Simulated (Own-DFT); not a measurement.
# A change of arrangement and its cost: Ga48P48, 96 atoms

Calculated, not measured: single-point runs of Own-DFT, a retired in-house plane-wave DFT program that no person has reviewed, on unrelaxed cells, without spin or spin-orbit coupling.

Settings: PBE; PseudoDojo norm-conserving scalar-relativistic files; cutoff 42 hartree; 2 x 3 x 3 k mesh centred on Gamma; Fermi-Dirac smearing of 0.1 eV.

Caveats (not all hold for every row): not probed for a lower state with spin; forces on such cells failed a check on a denser k mesh; forces on such cells passed a denser k mesh, each cell not checked; stress not checked against mesh or cutoff.

All cells hold the same atoms in the same cell, with vectors in Å (16.352, 0.000, 0.000); (0.000, 10.901, 0.000); (0.000, 0.000, 10.901). Atoms are randomly off their ideal sites, by an rms of u per axis. The defect's site can differ from row to row. E is the free energy of the cell above the lowest run. The arrangements:

- A: zincblende GaP
- B: zincblende GaP, with one Ga on a P site and one P on a Ga site, 2.4 Å apart

```
arrangement   u (Å)  E (eV)  P (GPa)
          A  0.0181   0.000     2.68
          A  0.0191   0.094     2.70
          A  0.0207   0.231     2.71
          A  0.0486   3.700     3.25
          A  0.0487   3.510     3.23
          A  0.0499   3.810     3.27
          B  0.0287   3.856     2.92
          B  0.0305   4.182     2.96
          B  0.0321   4.197     2.94
          B  0.0472   6.303     3.31
          B  0.0492   6.518     3.32
          B  0.0518   6.825     3.36
```

Question: once the cost of the random moves is taken out, how do the arrangements rank?

## Working it out

Fit E = a + b u², with one b for all and one a for each arrangement, and with residuals divided by u², since the noise grows with the moves. Then b = 1722 eV/Å², the scatter at u = 0.04 Å is 0.12 eV, and against A:

- B: 3.01 ± 0.05 eV (higher)

Unrelaxed energies often overstate such gaps, and a small one could reverse once the atoms move.
